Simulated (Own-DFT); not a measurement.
# Strain and stress in hcp Ru, 36 atoms (Ru36)

Everything here is calculated. The program is Own-DFT (plane waves, in-house, since retired, never reviewed by a person); positions were held fixed, and spin and spin-orbit coupling were off.

Common settings: PBE; PseudoDojo norm-conserving scalar-relativistic files; cutoff 50 hartree; 5 x 5 x 4 k mesh centred on Gamma; cold (Marzari-Vanderbilt) smearing of 0.2 eV.

Known weak points: forces on such cells failed a check on a denser k mesh; stress not checked against mesh or cutoff.

Unstrained cell vectors in Å: (8.118, 0.000, 0.000); (-4.059, 7.030, 0.000); (0.000, 0.000, 8.563). The unstrained cell has measured lattice constants (interpolated for alloys), not those of this functional. That, the random moves and any unrelaxed bonds set the pressure at no strain. Each run strains this cell uniformly, with the atoms carried along. All atoms carry random offsets, Gaussian with a width of 0.05 Å per axis. Stress is counted positive in tension, P = -(s_xx + s_yy + s_zz)/3, and strain components are those of the symmetric tensor.

```
run,e_xx (%),e_yy (%),e_zz (%),e_yz (%),e_xz (%),e_xy (%),s_xx (GPa),s_yy (GPa),s_zz (GPa),s_yz (GPa),s_xz (GPa),s_xy (GPa),P (GPa),E (meV/atom)
1,-1.45,-0.37,-1.91,-1.05,1.42,-0.95,-23.60,-18.59,-26.93,-4.42,6.20,-4.35,23.04,99.6
2,-1.92,-0.78,-0.54,-0.11,1.78,-1.74,-24.12,-18.01,-18.03,-0.30,7.87,-7.55,20.05,70.3
3,1.15,-0.55,1.14,0.76,0.82,-0.51,0.19,-6.13,1.24,2.97,3.02,-1.85,1.57,11.6
4,-0.50,0.15,0.82,1.18,-0.92,0.59,-9.37,-5.44,-2.36,3.99,-3.29,2.27,5.72,13.8
5,0.20,-1.80,-1.40,1.31,1.58,-1.31,-13.83,-22.84,-22.19,5.94,6.89,-6.74,19.62,74.0
6,-0.48,1.29,-0.42,0.71,-0.27,-1.00,-9.36,-1.77,-8.47,2.64,-0.94,-4.22,6.53,21.3
7,-1.95,-1.24,0.04,-0.91,-1.36,-0.14,-24.19,-21.46,-14.92,-3.93,-5.55,-0.36,20.19,81.2
8,1.14,0.81,1.00,-0.41,1.21,-1.24,1.32,0.53,1.85,-1.37,4.28,-4.27,-1.23,27.8
9,0.63,-1.31,1.00,-0.75,0.36,0.03,-4.02,-12.13,-1.57,-2.85,1.03,-0.34,5.91,10.2
10,0.09,1.53,1.87,-0.87,-0.80,0.08,-0.33,4.54,6.55,-3.02,-2.81,0.15,-3.58,11.4
11,0.79,-1.49,-1.44,0.65,-1.10,-0.93,-9.46,-18.91,-19.95,2.02,-4.25,-4.85,16.11,55.4
12,1.03,0.02,-0.21,1.97,0.21,-1.31,-1.90,-7.13,-8.16,7.87,1.47,-5.41,5.73,36.9
13,-0.25,-1.24,-0.42,-1.26,1.17,0.47,-13.38,-17.99,-14.68,-4.71,4.97,2.02,15.35,56.4
14,0.71,0.41,0.18,0.14,0.28,-0.41,-2.17,-2.63,-3.72,0.55,1.11,-1.74,2.84,0.0
15,0.99,1.45,-1.49,-0.32,-0.16,1.72,-1.80,-0.56,-13.03,-1.56,-1.07,5.81,5.13,26.3
16,-0.35,0.98,-0.99,0.88,0.46,-1.12,?,?,?,?,?,?,?,?
```

The last column gives the free energy per atom over the lowest of the runs shown.

## Fit

Regress every stress component on the fractional strains (shears doubled) of the visible runs, with a constant. Shear strains stay in the fit of a normal stress only where such slopes are resolved. The slopes, in GPa:

| stress | at no strain | per e_xx | per e_yy | per e_zz | scatter |
|---|---|---|---|---|---|
| s_xx | -8.5 | 665 ± 17 | 207 ± 17 | 217 ± 16 | 0.65 |
| s_yy | -8.4 | 226 ± 24 | 620 ± 23 | 229 ± 23 | 0.91 |
| s_zz | -8.4 | 224 ± 26 | 207 ± 26 | 705 ± 25 | 1.01 |

The slope of each shear stress on twice its own strain, from a fit on all six strains: yz 195 ± 6, xz 203 ± 6, xy 195 ± 10 GPa. These are stiffnesses along x, y and z of the frame in which the cell vectors are given, with the crystal's c axis along z: C11, C12, C13 and C33. Hexagonal symmetry asks that xx and yy behave alike, which is a second check on the noise. No internal relaxation is included, and where it is allowed it would reduce some of the slopes. Slopes across the diagonal should nearly agree, so their difference gauges the noise. A ninth of the table's sum, 367 ± 8 GPa, estimates the bulk modulus near the mean pressure of these runs, 9.5 GPa, so it lies above the value at zero pressure.

## Check

Asked: what normal stresses and pressure should run 16 give?

The fitted form gives s_xx = -10.9, s_yy = -5.4, s_zz = -14.1 and P = 10.1 GPa. The run itself gave -10.47, -4.15, -13.14 and P = 9.25 GPa.
